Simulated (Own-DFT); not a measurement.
Simulation results for GaN (wurtzite, strained, atoms displaced)

Computed with Own-DFT development build. A calculation, not a measurement: plane-wave PBE density functional theory by an unreviewed code, no spin, of a simulated periodic cell, stress positive in tension, free energy of the whole cell less one offset for each atom, forces on such cells passed a denser k mesh, this cell's mesh not checked; offsets are fitted by least squares, one for each functional and potential file, so energies compare only between cells with the same atoms and settings and are not formation energies; the far tail of each file's local potential was reset to the Coulomb form; each entry is a single point on an unrelaxed cell, so the pressure reflects the starting lattice, mostly measured values (interpolated for alloys), from which strain is counted, and rises with the displacements; printed positions are rounded, which can move forces by about a meV/angstrom; the program, named Own-DFT, is a retired in-house code; no spin-orbit coupling.

Common to all runs: functional PBE; potential files PseudoDojo norm-conserving, scalar-relativistic, standard set with the stringent files for Ga; wave cutoff 96 hartree; occupations Gaussian; smearing width 0.01 eV; k mesh 3 x 4 x 3 centred on Gamma.

(1) GaN (wurtzite, strained, atoms displaced)

```xyz
96
Lattice="12.7560 0.0000 0.0000 -4.7835 8.2853 0.0621 0.0000 0.0778 10.3700" Properties=species:S:1:pos:R:3 GaN
Ga     0.0267     1.8717    10.3318
Ga     1.7869     0.9996     2.5846
N      0.0963     1.8956     1.9466
N      1.5245     0.9606     4.5616
Ga     0.0428     1.7677     5.2162
Ga     1.5656     0.9863     7.8533
N      0.0372     1.9554     7.1729
N      1.5435     0.9638     9.7352
Ga    -1.6302     4.6619     0.1050
Ga    -0.0801     3.6463     2.6683
N     -1.6350     4.6573     1.9714
N      0.0064     3.7302     4.5747
Ga    -1.6513     4.6274     5.1920
Ga    -0.0752     3.7010     7.8416
N     -1.6832     4.5969     7.1465
N      0.0331     3.8241     9.7940
Ga    -3.1741     7.3992     0.0711
Ga    -1.6464     6.5369     2.5757
N     -3.0564     7.3768     1.9921
N     -1.5611     6.5569     4.5862
Ga    -3.2410     7.3995     5.2122
Ga    -1.6361     6.5238     7.8785
N     -3.1481     7.3867     7.1786
N     -1.5004     6.5183     9.7455
Ga     3.2442     1.8289     0.0506
Ga     4.7886     1.0024     2.4809
N      3.2063     1.9029     1.9568
N      4.8165     0.9898     4.6172
Ga     3.2054     1.8875     5.2017
Ga     4.7804     0.9399     7.8139
N      3.2137     1.9497     7.1396
N      4.8802     0.9089     9.7305
Ga     1.6989     4.5926     0.0774
Ga     3.2008     3.7213     2.6949
N      1.5391     4.5581     2.0452
N      3.2631     3.6648     4.4626
Ga     1.5727     4.7440     5.2346
Ga     3.2057     3.6783     7.7324
N      1.5800     4.6189     7.1064
N      3.1886     3.6984     9.7469
Ga     0.0062     7.3602     0.0640
Ga     1.5395     6.4220     2.6741
N      0.0059     7.4230     2.0148
N      1.6690     6.4638     4.6468
Ga     0.0539     7.3460     5.0890
Ga     1.5253     6.5460     7.9221
N     -0.0221     7.4533     7.2602
N      1.5748     6.4840     9.7980
Ga     6.3918     1.9043    10.3554
Ga     7.9821     0.9429     2.6592
N      6.3571     1.8143     1.9030
N      8.0690     0.9532     4.4830
Ga     6.3402     1.9438     5.1915
Ga     7.9567     0.9428     7.7547
N      6.4326     1.8786     7.1102
N      7.8406     0.9750     9.6840
Ga     4.8394     4.5264     0.0504
Ga     6.3722     3.6862     2.5779
N      4.7343     4.6307     1.9789
N      6.2465     3.6419     4.5327
Ga     4.8022     4.6470     5.2433
Ga     6.3457     3.6871     7.7527
N      4.7891     4.7289     7.1376
N      6.4690     3.7871     9.7274
Ga     3.2226     7.3923     0.1038
Ga     4.8802     6.4965     2.6504
N      3.2263     7.3479     1.9898
N      4.7848     6.4267     4.5274
Ga     3.1845     7.3471     5.2274
Ga     4.7794     6.5637     7.8136
N      3.2038     7.4777     7.1138
N      4.7840     6.5040     9.7919
Ga     9.5725     1.8297    10.3386
Ga    11.2272     0.8390     2.6057
N      9.5897     1.8343     1.9159
N     11.1936     1.0133     4.6413
Ga     9.5647     1.8256     5.1773
Ga    11.1167     0.9453     7.7457
N      9.5554     1.9183     7.1325
N     11.1558     1.0412     9.7925
Ga     8.0377     4.6390    10.3937
Ga     9.5662     3.7075     2.5943
N      7.9401     4.6131     2.0402
N      9.5379     3.7782     4.5109
Ga     8.0275     4.6150     5.1682
Ga     9.5228     3.8042     7.7832
N      7.9618     4.6374     7.2199
N      9.6214     3.7403     9.7411
Ga     6.3741     7.4346    10.4039
Ga     7.9984     6.4809     2.6457
N      6.3904     7.3818     1.9331
N      7.9932     6.3835     4.5892
Ga     6.2767     7.3786     5.1729
Ga     7.9659     6.4649     7.8544
N      6.3193     7.4526     7.1865
N      7.9475     6.5130     9.7571
```

| Property | Result |
| --- | --- |
| free energy of cell above offsets | -4.889 eV |
| pressure | 7.03 GPa |
| stress xx | -6.66 GPa |
| stress yy | -6.39 GPa |
| stress zz | -8.04 GPa |
| stress yz | 1.35 GPa |
| stress xz | -0.12 GPa |
| stress xy | 0.31 GPa |

Force:
```tsv
element	x (eV/Å)	y (eV/Å)	z (eV/Å)
Ga	-0.705	2.136	1.121
Ga	-3.453	-0.998	0.841
N	-0.557	-1.716	0.172
N	2.428	-0.799	-0.931
Ga	-0.723	2.847	0.842
Ga	0.581	-0.171	-1.612
N	-0.668	-1.88	-0.121
N	1.704	0.265	0.459
Ga	1.085	-1.121	-1.46
Ga	0.519	0.657	-0.523
N	0.242	0.078	1.076
N	-0.412	-0.255	0.554
Ga	1.142	0.488	0.233
Ga	0.585	1.494	0.003
N	1.3	1.412	-0.047
N	-0.32	-0.835	-0.082
Ga	0.03	-1.247	-0.712
Ga	3.235	-2.298	1.961
N	-3.893	1.999	-0.64
N	-1.047	-1.092	-0.628
Ga	1.073	-0.096	0.546
Ga	1.078	-0.985	-1.433
N	-1.514	0.906	0.134
N	-1.79	0.402	1.25
Ga	-0.317	-0.332	-1.274
Ga	0.254	-0.84	2.043
N	1.368	0.62	-0.536
N	-0.487	-1.139	-1.666
Ga	-0.243	-0.357	-0.018
Ga	0.23	0.794	-0.944
N	-0.191	-2.043	0.183
N	-1.585	1.633	0.298
Ga	-1.387	-0.172	0.078
Ga	-0.544	0.581	-2.605
N	0.528	0.735	-0.221
N	-0.871	0.865	3.772
Ga	0.124	-3.166	-0.199
Ga	-0.576	2.184	0.882
N	-0.016	0.748	1.575
N	1.045	0.157	-0.364
Ga	0.776	-0.84	0.256
Ga	1.089	-0.044	-0.896
N	-0.084	-0.299	0.108
N	-0.828	0.933	-1.731
Ga	-0.57	1.748	2.174
Ga	0.815	-1.002	-1.581
N	-0.068	-0.928	-1.392
N	1.021	0.437	0.879
Ga	-0.217	0.874	0.047
Ga	0.121	-0.369	-2.298
N	1.108	0.951	0.494
N	-1.648	-0.489	1.683
Ga	0.953	-1.853	0.225
Ga	0.497	0.769	-0.083
N	-1.168	0.162	0.398
N	2.5	-0.37	0.068
Ga	-0.472	0.758	-0.501
Ga	-0.823	-0.242	0.254
N	1.03	0.043	-0.078
N	2.111	1.935	-0.302
Ga	-0.648	-0.608	-0.723
Ga	0.352	0.675	0.419
N	-0.091	-0.692	0.658
N	-1.162	-0.888	0.019
Ga	-0.69	-0.76	-0.792
Ga	-1.696	-0.999	-1.238
N	-0.451	0.32	1.294
N	-0.272	0.505	0.709
Ga	0.99	1.407	-0.156
Ga	-0.727	-0.734	0.598
N	-0.491	-1.23	1.006
N	-0.057	0.007	-0.326
Ga	-1.165	1.325	0.323
Ga	0.074	2.345	-0.164
N	0.095	-0.062	0.77
N	-0.514	-1.731	-1.677
Ga	0.203	1.521	0.581
Ga	0.587	1.367	0.512
N	-0.181	-0.073	0.169
N	0.464	-1.501	-1.52
Ga	-0.065	0.413	0.309
Ga	-0.078	-0.605	-0.388
N	0.479	0.456	-1.031
N	0.672	-1.676	0.238
Ga	-1.874	-0.785	1.147
Ga	0.362	-1.642	0.68
N	-0.938	0.555	-1.491
N	-0.439	-0.063	0.304
Ga	-0.077	0.04	-0.798
Ga	0.315	-0.341	-0.449
N	1.034	-0.39	1.141
N	-0.972	1.973	-0.336
Ga	1.567	0.3	1.184
Ga	-0.152	0.589	-0.961
N	1.29	-0.758	-0.701
N	0.867	0.108	0.956
```

(2) GaN (wurtzite, strained, atoms displaced)

```xyz
96
Lattice="12.7560 0.0957 0.0000 -4.7214 8.2494 0.0000 0.0000 0.0000 10.3700" Properties=species:S:1:pos:R:3 GaN
Ga     0.0235     1.8309     0.0184
Ga     1.6115     0.8635     2.5754
N     -0.0750     1.8400     1.9509
N      1.5854     0.9577     4.6223
Ga     0.0395     1.8077     5.1668
Ga     1.6059     0.9265     7.7332
N      0.0661     1.8341     7.1106
N      1.5093     0.9688     9.7739
Ga    -1.4808     4.5882     0.0150
Ga     0.0738     3.7399     2.6317
N     -1.5941     4.5982     1.8623
N      0.1229     3.6176     4.5878
Ga    -1.5729     4.6150     5.1702
Ga     0.0589     3.7255     7.8780
N     -1.5855     4.6389     7.1351
N      0.0888     3.6549     9.7271
Ga    -3.1531     7.3703     0.0090
Ga    -1.4997     6.4381     2.5984
N     -3.1868     7.3775     1.9827
N     -1.5447     6.4094     4.5597
Ga    -3.1501     7.2831     5.1775
Ga    -1.4961     6.4020     7.6829
N     -3.1212     7.2882     7.2094
N     -1.5894     6.4224     9.6877
Ga     3.1794     1.9256    10.3694
Ga     4.7249     1.0611     2.5324
N      3.1521     1.8690     1.9771
N      4.6755     0.9846     4.5607
Ga     3.1451     1.8556     5.2219
Ga     4.7274     1.0248     7.7176
N      3.1671     1.8584     7.1969
N      4.7833     0.8977     9.8298
Ga     1.5870     4.5771    10.3459
Ga     3.2779     3.6444     2.5452
N      1.6510     4.5832     1.9746
N      3.1970     3.6289     4.6135
Ga     1.5866     4.6433     5.2067
Ga     3.2288     3.7390     7.8205
N      1.7913     4.6180     7.1680
N      3.1493     3.6615     9.7080
Ga     0.0721     7.3503    10.3445
Ga     1.6183     6.4358     2.6370
N      0.0332     7.3611     1.9408
N      1.6841     6.5010     4.5321
Ga     0.1392     7.3834     5.2068
Ga     1.6116     6.4372     7.8529
N     -0.0097     7.3728     7.0946
N      1.6846     6.5009     9.6599
Ga     6.4017     1.9084    10.3236
Ga     8.0912     1.0009     2.5741
N      6.3420     1.7936     1.9920
N      7.9683     0.9945     4.4353
Ga     6.4245     1.9447     5.1027
Ga     8.0642     0.9817     7.8397
N      6.3671     1.9299     7.1331
N      7.9789     0.9742     9.7136
Ga     4.8080     4.5714     0.0101
Ga     6.3204     3.7545     2.7303
N      4.8099     4.5425     2.0050
N      6.4185     3.7880     4.5302
Ga     4.8517     4.6408     5.2249
Ga     6.4452     3.7566     7.7088
N      4.7554     4.6585     7.1064
N      6.4478     3.7829     9.7275
Ga     3.2929     7.3596    10.3051
Ga     4.8178     6.5100     2.5446
N      3.2059     7.3422     1.8587
N      4.7559     6.4802     4.5396
Ga     3.2396     7.4298     5.0623
Ga     4.9022     6.5565     7.7975
N      3.2016     7.3793     7.1294
N      4.7829     6.4229     9.7404
Ga     9.6406     1.8373    10.2870
Ga    11.0976     1.0498     2.5649
N      9.5535     1.9314     1.9448
N     11.2364     0.9858     4.6057
Ga     9.6053     1.8772     5.2596
Ga    11.2310     0.9471     7.6824
N      9.5409     1.9790     7.0611
N     11.1955     0.9509     9.7860
Ga     8.2004     4.6555     0.0255
Ga     9.5859     3.8154     2.5545
N      8.0386     4.7046     2.0034
N      9.6292     3.7621     4.5810
Ga     7.9466     4.6342     5.1776
Ga     9.6221     3.7160     7.8000
N      7.9906     4.7429     7.1472
N      9.6484     3.6802     9.7206
Ga     6.4748     7.4256     0.0152
Ga     8.0264     6.4941     2.5507
N      6.3120     7.4167     1.9728
N      8.0383     6.4906     4.5553
Ga     6.4431     7.3905     5.1610
Ga     8.1500     6.5281     7.8016
N      6.4671     7.3589     7.1295
N      8.0824     6.4930     9.7480
```

| Quantity | Value |
| --- | --- |
| free energy of cell above offsets | -5.075 eV |
| pressure | 6.99 GPa |
| stress xx | -7.48 GPa |
| stress yy | -6.66 GPa |
| stress zz | -6.83 GPa |
| stress yz | 0.22 GPa |
| stress xz | 0.88 GPa |
| stress xy | 1.42 GPa |

Force:
```tsv
element	x (eV/Å)	y (eV/Å)	z (eV/Å)
Ga	-1.061	0.281	0.606
Ga	-0.932	1.933	1.137
N	1.041	0.378	0.501
N	0.57	-1.832	-1.309
Ga	-0.391	0.515	0.464
Ga	0.085	-0.457	1.14
N	-1.087	0.681	0.667
N	2.095	-0.761	-0.945
Ga	-0.75	0.363	-1.337
Ga	-0.733	-1.206	-0.213
N	0.77	0.159	1.967
N	-1.611	1.343	-0.548
Ga	0.599	-0.985	0.283
Ga	0.238	-0.395	-2.65
N	0.766	-1.869	-0.005
N	-1.096	0.007	0.706
Ga	0.731	0.135	-0.092
Ga	-0.719	0.036	-0.183
N	0.754	-1.368	-0.566
N	0.692	0.514	-0.365
Ga	0.25	0.922	0.471
Ga	-0.691	0.827	1.576
N	0.867	1.474	-1.6
N	0.886	-0.082	0.222
Ga	-0.159	-2.038	0.067
Ga	0.719	-2.231	1.191
N	-0.785	-0.292	-1.072
N	1.975	-0.311	-0.496
Ga	0.109	0.16	0.379
Ga	1.436	-1.094	1.147
N	-0.402	0.748	-0.41
N	-0.21	1.691	-1.596
Ga	1.082	1.464	0.902
Ga	-1.583	0.727	2.106
N	0.026	0.417	-0.644
N	0.505	1.708	-1.095
Ga	1.677	-0.331	0.283
Ga	1.312	-1.06	-0.618
N	-3.667	0.842	-0.5
N	1.048	1.09	0.823
Ga	-0.543	-0.576	0.414
Ga	0.34	0.52	-1.425
N	0.146	0.137	0.187
N	-0.688	-0.915	0.236
Ga	-1.279	0.594	-0.81
Ga	0.542	0.661	-2.629
N	1.397	0.298	0.725
N	-0.67	-1.126	2.297
Ga	-0.384	0.097	0.901
Ga	-2.388	-0.943	-1.208
N	1.462	1.867	-0.518
N	0.694	0.437	1.664
Ga	-1.193	-1.226	0.891
Ga	-1.657	-0.425	-1.737
N	0.644	-0.561	-0.505
N	0.658	0.049	0.62
Ga	0.315	0.336	-0.068
Ga	1.753	-1.187	-3.28
N	-0.014	1.684	-1.135
N	-0.287	-0.552	1.601
Ga	-2.045	0.1	-0.456
Ga	-0.815	0.418	1.052
N	1.426	0.263	1.108
N	0.393	-0.455	-0.064
Ga	-1.166	0.537	0.637
Ga	-1.312	-1.265	0.609
N	0.159	0.461	1.071
N	1.764	-0.259	-0.575
Ga	-0.105	0.121	2.086
Ga	-1.616	-1.383	-0.407
N	0.715	0.764	-0.271
N	1.894	0.024	-0.212
Ga	-1.129	0.546	1.262
Ga	0.908	-0.536	0.947
N	0.462	0.953	-1
N	-1.306	-0.012	-0.876
Ga	-0.091	0.449	-2.911
Ga	-0.132	0.79	0.769
N	0.835	-1.264	2.536
N	0.441	0.438	-1.841
Ga	-2.453	0.127	0.079
Ga	0.631	-0.994	1.164
N	-1.25	-0.772	-0.778
N	-0.617	-0.509	-0.684
Ga	2.025	0.896	0.553
Ga	-0.379	1.424	-0.653
N	0.71	-1.15	-0.279
N	0.953	0.084	-0.013
Ga	-0.605	-1.584	0.084
Ga	-0.735	0.914	0.913
N	2.102	0.389	-0.423
N	-0.479	-0.318	-0.575
Ga	-0.404	-0.266	-0.118
Ga	-1.915	-0.787	0.425
N	0.517	0.648	-0.046
N	-0.583	-0.062	0.272
```

(3) GaN (wurtzite, strained, atoms displaced)

```xyz
96
Lattice="12.7560 0.0000 0.0957 -4.7835 8.2853 -0.0359 0.0778 0.0000 10.3700" Properties=species:S:1:pos:R:3 GaN
Ga     0.0044     1.7908     0.0032
Ga     1.5779     0.9767     2.5688
N      0.0392     1.9066     1.9896
N      1.5724     0.9116     4.5080
Ga     0.1002     1.8356     5.1786
Ga     1.6447     0.9790     7.7208
N      0.0372     1.8161     7.1968
N      1.7577     0.9689     9.7766
Ga    -1.5731     4.6044    10.3298
Ga     0.0502     3.6505     2.6239
N     -1.6203     4.6057     1.8710
N      0.0494     3.6967     4.5785
Ga    -1.5136     4.5771     5.1000
Ga     0.0437     3.7326     7.7698
N     -1.5471     4.6078     7.1332
N      0.1284     3.6673     9.7928
Ga    -3.0785     7.3136     0.0067
Ga    -1.5471     6.4265     2.5479
N     -3.1533     7.3160     1.9282
N     -1.5219     6.4085     4.5075
Ga    -3.1028     7.3094     5.1005
Ga    -1.5444     6.4413     7.7994
N     -3.1259     7.3062     7.1552
N     -1.4826     6.4576     9.7266
Ga     3.2504     1.8015    10.3545
Ga     4.7122     0.8290     2.7220
N      3.2415     1.9065     1.9237
N      4.7657     0.9080     4.6423
Ga     3.1480     1.8288     5.0902
Ga     4.8543     0.8661     7.8274
N      3.2551     1.9208     7.1183
N      4.8453     0.9181     9.7109
Ga     1.5538     4.6709     0.0759
Ga     3.3171     3.6979     2.6708
N      1.6081     4.6191     1.9994
N      3.2045     3.6323     4.5421
Ga     1.5578     4.6091     5.2997
Ga     3.2664     3.6929     7.6994
N      1.7219     4.6971     7.1373
N      3.3483     3.6813     9.7598
Ga    -0.1276     7.3502     0.0207
Ga     1.5849     6.4891     2.5756
N      0.0489     7.4017     1.9034
N      1.6500     6.4834     4.5788
Ga    -0.0103     7.3186     5.2753
Ga     1.6983     6.4206     7.8337
N      0.0645     7.2851     7.1118
N      1.6422     6.4948     9.8134
Ga     6.4874     1.8746    10.3924
Ga     8.0405     0.9511     2.7069
N      6.3092     1.7975     1.9227
N      8.0676     0.9109     4.6111
Ga     6.4206     1.9378     5.2789
Ga     8.0444     1.0071     7.8488
N      6.4978     1.7883     7.2947
N      8.0467     0.9109     9.7505
Ga     4.7337     4.5774     0.1326
Ga     6.4076     3.7675     2.5653
N      4.7967     4.6020     2.0178
N      6.5137     3.7541     4.4737
Ga     4.7934     4.4859     5.1701
Ga     6.4156     3.6252     7.7784
N      4.9460     4.5594     7.3167
N      6.4940     3.7696     9.7438
Ga     3.2710     7.3994    10.3189
Ga     4.7597     6.4591     2.7010
N      3.1895     7.3850     2.0941
N      4.9065     6.4988     4.5887
Ga     3.2140     7.3939     5.1718
Ga     4.8875     6.3988     7.8243
N      3.2303     7.4918     7.1731
N      4.8781     6.3715     9.7860
Ga     9.5377     1.8560     0.0955
Ga    11.1536     0.9231     2.6223
N      9.5788     1.8908     1.9506
N     11.1852     0.8300     4.7242
Ga     9.5547     1.9019     5.2092
Ga    11.2660     0.8916     7.8583
N      9.5601     1.8551     7.3091
N     11.2314     0.8791     9.9595
Ga     7.9714     4.5301    10.4133
Ga     9.5561     3.6014     2.7283
N      7.9388     4.6591     2.0918
N      9.6376     3.7738     4.6401
Ga     7.9962     4.5834     5.2556
Ga     9.6525     3.7738     7.8545
N      8.0104     4.5642     7.2008
N      9.5999     3.6046     9.8054
Ga     6.4402     7.3379     0.0932
Ga     7.9391     6.3931     2.6547
N      6.3659     7.3949     1.8756
N      8.0285     6.3783     4.5640
Ga     6.4606     7.4104     5.1908
Ga     8.0574     6.5216     7.7764
N      6.3423     7.3917     7.2703
N      8.0656     6.3954     9.7408
```

| Property | Result |
| --- | --- |
| free energy of cell above offsets | -3.778 eV |
| pressure | 7.19 GPa |
| stress xx | -7.26 GPa |
| stress yy | -7.2 GPa |
| stress zz | -7.1 GPa |
| stress yz | -0.43 GPa |
| stress xz | 0.78 GPa |
| stress xy | -1.27 GPa |

Force:
```tsv
element	x (eV/Å)	y (eV/Å)	z (eV/Å)
Ga	0.325	0.571	0.025
Ga	1.038	-0.869	-0.67
N	-0.922	-1.296	-0.378
N	0.817	-0.818	0.235
Ga	-1.922	-0.131	0.569
Ga	1.069	-0.759	1.296
N	0.554	1.213	-1.171
N	-2.271	-1.897	-1.182
Ga	0.446	-1.046	0.058
Ga	-0.341	1.66	-0.723
N	0.358	-0.539	1.507
N	0.278	-0.881	-0.138
Ga	-0.542	0.702	1.332
Ga	0.565	-0.51	1.084
N	0.821	0.435	-0.629
N	-1.049	0.28	-1.141
Ga	-2.564	0.887	-0.465
Ga	-0.105	-0.218	-0.005
N	-0.347	0.913	0.485
N	-0.014	0.189	-0.118
Ga	-0.816	0.081	0.449
Ga	0.381	-0.018	-0.448
N	0.931	1.757	-1.565
N	-0.813	-1.509	-0.851
Ga	1.761	1.977	0.41
Ga	0.972	1.73	-1.287
N	-0.586	-1.042	1.257
N	0.787	0.009	0.109
Ga	0.666	-0.378	1.565
Ga	-0.324	0.275	-0.68
N	-0.165	-1.705	-0.746
N	0.276	-0.384	0.765
Ga	1.311	-0.972	-0.488
Ga	-2.065	-0.324	-1.432
N	0.453	-0.007	0.548
N	-0.45	0.975	1.025
Ga	1.305	1.046	-2.175
Ga	0.503	0.429	2.285
N	-0.853	-1.715	0.804
N	-1.916	-0.119	-0.543
Ga	2.902	1.586	-0.356
Ga	0.416	-0.647	0.767
N	-1.136	-0.814	0.835
N	-0.881	-0.767	-0.229
Ga	1.067	0.475	-1.602
Ga	0.266	1.951	0.335
N	-0.276	0.529	1.754
N	-0.301	-0.295	-0.7
Ga	-0.839	-0.296	-0.298
Ga	-1.614	-0.104	-1.345
N	0.954	0.662	1.776
N	-1.261	1.275	0.099
Ga	0.051	-1.215	-0.405
Ga	0.62	-1.679	0.55
N	-2.25	0.949	-2.154
N	0.208	0.55	1.052
Ga	0.779	0.317	-1.649
Ga	-0.731	-2.353	-0.068
N	0.42	1.12	0.504
N	-1.76	-1.432	1.473
Ga	1.124	1.851	0.947
Ga	1.728	0.077	1.631
N	-2.266	0.696	-3.131
N	-2.063	-2.001	0.159
Ga	0.526	-0.634	1.181
Ga	0.491	0.22	-1.208
N	0.48	0.261	-1.434
N	-1.246	-1.496	0.666
Ga	0.662	-0.522	1.221
Ga	-1.477	0.506	0.622
N	0.326	-2.104	-0.203
N	-0.27	1.044	0.262
Ga	0.214	-1.116	-1.531
Ga	0.494	-0.157	0.509
N	-0.026	-0.76	2.078
N	0.274	3.809	-1.957
Ga	1.248	-0.563	2.031
Ga	-2.117	0.648	1.268
N	2.524	1.262	-1.747
N	0.224	0.696	-1.659
Ga	2.138	1.753	0.639
Ga	0.172	2.164	-1.122
N	1.559	-1.619	-1.855
N	-0.333	-1.479	-0.334
Ga	0.548	0.815	0.646
Ga	-1.183	-1.739	0.185
N	0.24	0.907	-0.474
N	0.49	1.743	-0.125
Ga	-0.593	-0.804	-2.897
Ga	0.39	1.975	-0.401
N	0.148	-0.474	4.068
N	0.118	1.185	0.935
Ga	0.023	-2.502	1.725
Ga	-1.883	-1.644	1.064
N	2.227	-0.258	-1.689
N	0.9	0.453	0.615
```
